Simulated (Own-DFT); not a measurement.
SiC (2H silicon carbide, strained, atoms displaced) (calculated)

A calculation, not a measurement: plane-wave PBE density functional theory by an unreviewed code, no spin, of a simulated periodic cell, stress positive in tension, free energy of the whole cell less one offset for each atom, forces on such cells passed a denser k mesh, this cell's mesh not checked; offsets are fitted by least squares, one for each functional and potential file, so energies compare only between cells with the same atoms and settings and are not formation energies; the far tail of each file's local potential was reset to the Coulomb form; each entry is a single point on an unrelaxed cell, so the pressure reflects the starting lattice, mostly measured values (interpolated for alloys), from which strain is counted, and rises with the displacements; printed positions are rounded, which can move forces by about a meV/angstrom; the program, named Own-DFT, is a retired in-house code; no spin-orbit coupling. Program: Own-DFT development build.

Common to all runs: functional PBE; potential files PseudoDojo norm-conserving, scalar-relativistic, standard set; wave cutoff 42 hartree; occupations Fermi-Dirac; smearing width 0.1 eV; hardware one NVIDIA H100; k mesh 5 x 5 x 3 centred on Gamma.

(1) 
```xyz
32
Lattice="6.2534 -0.1159 0.0335 -3.2271 5.3369 0.0505 0.0548 0.1269 9.9325" Properties=species:S:1:pos:R:3:force_x:R:1:force_y:R:1:force_z:R:1 formula=SiC free_energy_of_cell_above_offsets=-1.129 pressure=9.3 stress_xx=3.78 stress_yy=-15.64 stress_zz=-16.05 stress_yz=6.72 stress_xz=1.54 stress_xy=-7.72 wall_time=121.5
Si     0.0779     0.1893     9.8548      -0.26     -2.937      1.787
Si     0.0113     1.7336     2.5314     -0.992      0.561     -0.801
C     -3.1674     5.2988     1.9532     -0.537       1.14      -1.18
C      0.0378     1.7300     4.3870     -1.141      1.681     -0.142
Si    -3.0657     5.3830     5.0636     -2.556     -1.162     -1.224
Si    -0.0339     1.8706     7.4951      0.376      1.713     -2.195
C      6.2201     0.0557     6.8462      1.356     -0.761      0.756
C     -0.0352     1.8705     9.2667       0.55      1.152      2.076
Si    -1.5686     2.8395     9.9329      -0.14     -3.221      1.105
Si    -1.6223     4.5051     2.5686      0.679     -1.558     -0.602
C      4.6188     2.5534     1.9175      1.747      0.774      0.341
C     -1.5583     4.4763     4.4680     -1.199      0.181     -1.585
Si    -1.5362     2.7517     4.9673     -1.085     -2.581       0.57
Si    -1.7733     4.5634     7.4656      3.608     -0.331     -0.132
C      4.6371     2.6285     6.8977      1.258      1.443     -0.726
C     -1.5761     4.4551     9.3612     -0.539      4.782     -0.971
Si     3.2363     0.0723     9.9263     -0.544     -0.473      0.237
Si     3.1252     1.7248     2.5407     -0.863      0.748     -0.452
C      3.2632    -0.0341     1.9806     -2.976      0.532     -2.506
C      3.0679     1.7328     4.3566      0.729      1.788      0.622
Si     3.1316     0.0222     4.9552      2.257     -0.154      0.022
Si     3.1235     1.8385     7.4674     -0.673     -1.142     -1.807
C      3.1781     0.1330     6.7363     -0.724     -1.847      2.923
C      3.2176     1.7967     9.2418     -1.675      0.524        3.1
Si     1.5273     2.7087     9.9414      1.132      0.087     -0.022
Si     1.4557     4.3946     2.5374       2.38     -0.885      1.196
C      1.4952     2.6644     1.9107      0.631     -1.468     -0.953
C      1.5002     4.2924     4.4276      0.354      6.888     -1.687
Si     1.4726     2.7474     4.9761      1.761     -5.729      2.212
Si     1.5624     4.4932     7.5174     -2.961     -0.313     -1.862
C      1.5797     2.7186     6.8801     -0.963      0.161     -0.031
C      1.4992     4.4760     9.3110      1.011      0.407      1.932
```

Units: free_energy_of_cell_above_offsets in eV; pressure, stress_xx, stress_yy, stress_zz, stress_yz, stress_xz, stress_xy in GPa; wall_time in s; force_x, force_y, force_z in eV/Å.

(2) 
```xyz
32
Lattice="6.0643 -0.0879 -0.0833 -3.1083 5.3172 0.0044 -0.1360 -0.0702 10.0890" Properties=species:S:1:pos:R:3:force_x:R:1:force_y:R:1:force_z:R:1 formula=SiC free_energy_of_cell_above_offsets=-2.171 pressure=11.89 stress_xx=-14.72 stress_yy=-14.04 stress_zz=-6.91 stress_yz=-2.13 stress_xz=-3.59 stress_xy=-6.7 wall_time=118.2
Si     6.0328    -0.0446     0.0193      1.368     -0.716     -1.763
Si    -0.0763     1.7134     2.4594     -0.233     -0.397       1.91
C      2.9510     5.1505     1.8778     -0.936      0.096     -0.219
C     -0.1545     1.7199     4.4615      1.597      0.064     -0.924
Si     2.8363     5.1627     4.9219      1.583      0.961      0.552
Si    -0.1796     1.6699     7.5169      0.862      1.212      1.791
C     -0.0994    -0.0054     6.9387      0.757      -2.45     -0.917
C     -0.2464     1.7103     9.5040      1.017     -0.173     -1.316
Si     4.4240     2.5724    -0.0285      1.715      0.091     -0.939
Si    -1.5481     4.3983     2.4967     -1.089     -0.886      0.121
C      4.5045     2.5201     1.7820     -0.652      0.816      1.063
C     -1.6182     4.3633     4.3596     -0.936      0.486      0.871
Si    -1.5913     2.6580     5.0758     -0.924     -0.761     -0.952
Si    -1.5862     4.3142     7.5096     -3.295      0.489      2.107
C      4.3974     2.5114     6.8494      0.813      0.046     -0.372
C     -1.6436     4.2716     9.4447     -2.382       1.26     -0.405
Si    -0.1928     5.1511     9.9962     -0.863       2.02      1.454
Si     2.9692     1.7150     2.4667     -0.366      0.524      0.708
C      2.9679     0.0035     1.8538      1.911     -1.394     -0.872
C      2.9566     1.7189     4.3738      -0.83      -0.57      0.443
Si    -0.1261     5.1968     5.0055     -0.544      2.085      0.246
Si     2.8991     1.6904     7.4844      0.707     -1.166      1.705
C      2.8804    -0.0820     6.9485      3.366     -0.029     -1.803
C      2.8088     1.7043     9.4428      0.349     -1.864     -1.823
Si     1.3619     2.6411     9.9328     -2.197     -2.194      2.806
Si     1.3787     4.2915     2.5241     -0.027      0.747     -2.304
C      1.3972     2.5592     1.8854      1.385      1.082     -1.532
C      1.3462     4.3239     4.3026     -0.033     -0.283      2.501
Si     1.4078     2.6433     5.1183      0.063     -2.075     -3.608
Si     1.4205     4.2631     7.5160     -1.084      2.172     -0.128
C      1.4677     2.5649     6.8940     -2.456      0.103      1.169
C      1.2911     4.3290     9.3582      1.353      0.704      0.433
```

Units: free_energy_of_cell_above_offsets in eV; pressure, stress_xx, stress_yy, stress_zz, stress_yz, stress_xz, stress_xy in GPa; wall_time in s; force_x, force_y, force_z in eV/Å.

(3) 
```xyz
32
Lattice="6.2731 0.0129 -0.1120 -3.1254 5.3292 0.1077 -0.1829 0.0975 10.0852" Properties=species:S:1:pos:R:3:force_x:R:1:force_y:R:1:force_z:R:1 formula=SiC free_energy_of_cell_above_offsets=-2.835 pressure=0.75 stress_xx=3.05 stress_yy=0.17 stress_zz=-5.49 stress_yz=3.26 stress_xz=-5.67 stress_xy=1.86 wall_time=118.2
Si     2.9332     5.4022     9.9532      0.835      0.815      1.453
Si    -0.0280     1.7699     2.5899     -0.491       1.19     -0.902
C      0.0590     0.0393     1.8771     -2.215     -0.312     -1.257
C     -0.0612     1.8680     4.4438     -0.129     -0.558      0.254
Si     3.1005     5.2922     4.9356     -2.206      3.526      2.251
Si    -0.0868     1.9297     7.6088     -0.762     -1.551     -0.621
C      6.1031     0.1224     6.7978      0.505     -0.402      0.236
C     -0.1956     1.8937     9.5346     -0.012     -0.152     -1.271
Si     4.6733     2.6750    -0.0085      0.791      0.835     -1.506
Si    -1.5849     4.4992     2.5351     -0.159     -1.964      1.066
C      4.6726     2.6742     1.8222     -0.853     -0.075      1.168
C     -1.6620     4.6022     4.4884      2.018     -2.509     -1.443
Si     4.6054     2.7464     5.0119      1.176      0.319     -0.745
Si    -1.6677     4.5484     7.6194     -1.652     -0.023     -0.213
C     -1.6367     2.7861     7.0143       -1.2      -0.71     -0.355
C     -1.7531     4.5900     9.4865      0.827     -0.784      0.521
Si     3.0354     0.1130     9.9927     -2.555     -0.162      0.309
Si     2.9863     1.8437     2.4762       2.33     -0.973      -0.65
C     -0.1000     5.2881     1.9075      2.754      1.873      -0.12
C      3.0547     1.8946     4.3381      0.033     -0.143      0.749
Si     3.0231     0.1217     4.9410      0.987     -0.654     -0.245
Si     2.9619     1.8497     7.5220      2.514     -0.119     -0.545
C     -0.1593     5.3916     6.9258      0.697      0.737      0.646
C      2.9771     1.8989     9.3590     -0.179     -0.299      1.274
Si     1.3968     2.7483    10.0663     -0.396     -1.117     -0.063
Si     1.6135     4.4843     2.4307     -1.292     -0.096      1.358
C      1.5033     2.6724     1.8358     -0.057       0.79      0.515
C      1.5186     4.5149     4.3961     -0.756       -0.4     -0.288
Si     1.5314     2.7303     5.1014     -1.179      0.146     -3.171
Si     1.3991     4.5915     7.5484      1.172     -1.304     -1.019
C      1.5016     2.6148     6.8567     -1.458      2.777      2.628
C      1.3460     4.4683     9.4288      0.908      1.299     -0.015
```

Units: free_energy_of_cell_above_offsets in eV; pressure, stress_xx, stress_yy, stress_zz, stress_yz, stress_xz, stress_xy in GPa; wall_time in s; force_x, force_y, force_z in eV/Å.

(4) 
```xyz
32
Lattice="6.0672 0.1159 -0.0938 -2.9332 5.1798 -0.0420 -0.1531 -0.1676 10.0002" Properties=species:S:1:pos:R:3:force_x:R:1:force_y:R:1:force_z:R:1 formula=SiC free_energy_of_cell_above_offsets=-1.513 pressure=15.61 stress_xx=-13.63 stress_yy=-18.97 stress_zz=-14.23 stress_yz=-5.15 stress_xz=-7.06 stress_xy=8.93 wall_time=123.6
Si    -0.1858    -0.0444     9.9527     -1.172     -3.457      1.168
Si    -0.0011     1.6246     2.4279       0.29      1.815      0.902
C      3.0702     5.2096     1.7276      0.621      0.476      -1.02
C     -0.0230     1.7004     4.2976     -0.388      0.507      0.676
Si     5.9185     0.1022     4.8912      2.868      0.144      -0.26
Si    -0.0663     1.5772     7.4627      1.295      0.379     -1.508
C     -2.9788     4.9955     6.7433     -1.317      1.216      2.261
C     -0.0410     1.5698     9.2821      -1.74      2.284      1.201
Si     4.5613     2.7468    -0.1083      0.042     -0.932     -0.463
Si    -1.4783     4.2360     2.4464      1.208      2.975      0.685
C     -1.4779     2.6112     1.8501     -0.361     -3.401     -0.575
C     -1.5331     4.3526     4.3119      0.435     -1.863      0.315
Si     4.4822     2.6133     4.8769      0.587      1.261     -0.829
Si    -1.5835     4.1429     7.5285      1.736      0.905     -0.916
C      4.5173     2.5495     6.7251     -0.527     -0.082      1.303
C     -1.6061     4.2375     9.4175     -0.948     -1.649     -1.663
Si     2.8367    -0.1066     9.9337      1.496     -0.493      0.446
Si     3.0295     1.7219     2.4299      1.821     -0.332      0.315
C      0.1220     5.1816     1.7478     -1.032     -0.509      0.563
C      3.0062     1.6846     4.2921     -0.189      0.193      0.167
Si     0.0441     5.1073     4.9565     -0.963      1.128       0.28
Si     2.9184     1.6724     7.4404      2.121       1.06      0.462
C      2.9117     0.0107     6.9645     -0.239     -3.643     -2.761
C      2.9113     1.5529     9.2706      0.095      3.168      1.242
Si     1.5347     2.6596     0.0081      1.607      0.036     -2.231
Si     1.6210     4.3176     2.3812     -1.157      0.551      1.128
C      1.5989     2.5802     1.8296      -2.19     -0.203     -0.175
C      1.6040     4.3551     4.3255     -2.149     -1.749     -1.525
Si     1.5013     2.5789     4.9682      0.393      -0.39     -1.648
Si     1.5310     4.3136     7.3922      -0.46     -0.988     -0.888
C      1.5565     2.5160     6.7598     -3.274      1.264      1.099
C      1.3913     4.2067     9.1933      1.491       0.33      2.246
```

Units: free_energy_of_cell_above_offsets in eV; pressure, stress_xx, stress_yy, stress_zz, stress_yz, stress_xz, stress_xy in GPa; wall_time in s; force_x, force_y, force_z in eV/Å.

(5) 
```xyz
32
Lattice="6.0540 0.0776 -0.0294 -2.9598 5.2356 0.0684 -0.0480 0.1012 10.0108" Properties=species:S:1:pos:R:3:force_x:R:1:force_y:R:1:force_z:R:1 formula=SiC free_energy_of_cell_above_offsets=-1.450 pressure=14.42 stress_xx=-15.45 stress_yy=-13.57 stress_zz=-14.24 stress_yz=3.01 stress_xz=-2.63 stress_xy=5.87 wall_time=124.3
Si    -0.0085     0.0407     0.0279      0.181      -0.65      -0.77
Si     0.0264     1.7131     2.5072     -0.691      1.083      1.304
C      2.9687     5.2922     1.9483      3.819      1.225     -1.945
C     -0.0441     1.7911     4.4174      1.199       0.27      0.182
Si     5.9903     0.1402     5.0493       0.19     -0.445     -1.744
Si     0.0166     1.7981     7.5489      -0.66      0.486     -0.504
C      3.0144     5.3820     6.9479      0.754     -0.342      0.583
C      0.0006     1.8843     9.3816     -1.399     -0.674      0.527
Si    -1.5005     2.6936     0.0718      0.416     -2.007     -1.136
Si    -1.4882     4.3978     2.5195      0.865     -0.576      0.537
C     -1.4249     2.5987     1.8539     -1.778      0.856      2.001
C     -1.5443     4.4629     4.3954      1.407     -0.628      1.386
Si     4.5243     2.6883     5.0234     -0.069      2.443     -0.406
Si    -1.4832     4.3803     7.5931     -1.064      1.786      0.241
C     -1.5162     2.7153     6.9867       -0.3     -2.214     -1.742
C     -1.4925     4.4644     9.4759      0.652       2.11     -0.283
Si     3.0509     0.1033     0.0027      0.365     -0.477     -1.404
Si     2.9768     1.7445     2.5565      1.855      3.037     -1.194
C      3.0531     0.1708     1.8300     -1.082     -3.667      0.017
C      3.0090     1.9235     4.3196     -0.549     -1.472      3.663
Si     3.0386     0.0952     5.1184     -2.085      0.308     -4.729
Si     2.9291     1.8741     7.4356      4.075     -1.291      2.579
C      0.0412     5.2634     6.9352     -2.156      2.069      1.627
C      3.0425     1.9528     9.3565     -0.909     -0.944     -0.192
Si     1.4388     2.7356     9.9761      2.362      0.602      1.483
Si     1.5907     4.4277     2.4527     -3.425     -1.468      2.905
C      1.5135     2.6392     1.9502     -0.117      0.419     -1.887
C      1.4961     4.4792     4.4185      0.831      0.334     -0.038
Si     1.4905     2.7865     5.1158     -0.196     -1.356     -2.559
Si     1.4709     4.5027     7.5803      2.861      -0.54     -0.524
C      1.5588     2.7557     6.9456     -3.301      0.588     -0.982
C      1.6314     4.4733     9.3405     -2.048      1.134      3.002
```

Units: free_energy_of_cell_above_offsets in eV; pressure, stress_xx, stress_yy, stress_zz, stress_yz, stress_xz, stress_xy in GPa; wall_time in s; force_x, force_y, force_z in eV/Å.

(6) 
```xyz
32
Lattice="6.1465 0.1097 0.1043 -2.9782 5.3374 0.0099 0.1704 0.1170 10.0276" Properties=species:S:1:pos:R:3:force_x:R:1:force_y:R:1:force_z:R:1 formula=SiC free_energy_of_cell_above_offsets=-1.885 pressure=5.11 stress_xx=-7.65 stress_yy=-0.96 stress_zz=-6.72 stress_yz=3.45 stress_xz=5.34 stress_xy=9.69 wall_time=123.4
Si     3.3281     5.4817    10.0989      0.344      2.768      1.599
Si     0.0786     1.8610     2.5237      0.836     -1.982     -0.312
C      0.0294     0.0514     1.9242      0.624     -1.224     -0.654
C      0.1425     1.8164     4.4167     -1.927      1.081     -0.288
Si     0.1090     0.0863     5.0708     -1.525     -0.178     -1.861
Si     0.1895     1.8807     7.4929     -1.082      0.355      1.754
C      0.1807     0.1191     6.8724     -1.357     -0.659      1.256
C      0.1324     2.0171     9.4625      2.217     -2.751     -1.819
Si    -1.3270     2.8584     9.9874     -1.276     -0.999      0.444
Si    -1.2834     4.3675     2.5933     -3.145      2.604     -1.682
C     -1.4200     2.6905     1.8773     -1.108     -0.502     -0.038
C     -1.4019     4.5528     4.4058      0.862      -0.08      0.492
Si     4.6521     2.9364     5.0981      1.506     -2.317      1.216
Si    -1.3148     4.6256     7.5250      1.234     -1.977     -0.147
C     -1.3225     2.7331     6.9107     -1.941      1.456     -0.845
C     -1.2333     4.5944     9.4009     -0.975      0.499     -0.052
Si     3.2561     0.1814    10.0154      -0.74      0.635      0.977
Si     3.1721     1.8013     2.5731     -0.591       1.99      0.009
C      3.0309     0.1061     1.9224      2.099     -1.522     -0.416
C      3.1272     1.9432     4.4897      1.029     -0.286     -1.003
Si     3.1766     0.1253     4.9684     -2.529      1.396      2.972
Si     3.1097     1.9779     7.5055      5.403     -1.975      1.572
C      3.2363     0.1675     6.9798     -0.856     -0.075     -1.408
C      3.2087     1.9497     9.3882      1.584      0.387      0.588
Si     1.7783     2.8416    10.0201     -1.703     -0.539       1.42
Si     1.6840     4.5611     2.5732     -0.167     -0.771     -0.322
C      1.6265     2.6479     1.8996      0.563      2.196      0.362
C      1.5858     4.5809     4.5087      3.771     -1.261     -1.342
Si     1.5795     2.7698     5.0348      0.493      0.712      0.577
Si     1.7359     4.5832     7.6185      0.607      0.649     -0.871
C      1.7172     2.7682     6.9597     -2.792      2.623     -1.785
C      1.7887     4.6289     9.4841      0.539     -0.253     -0.393
```

Units: free_energy_of_cell_above_offsets in eV; pressure, stress_xx, stress_yy, stress_zz, stress_yz, stress_xz, stress_xy in GPa; wall_time in s; force_x, force_y, force_z in eV/Å.
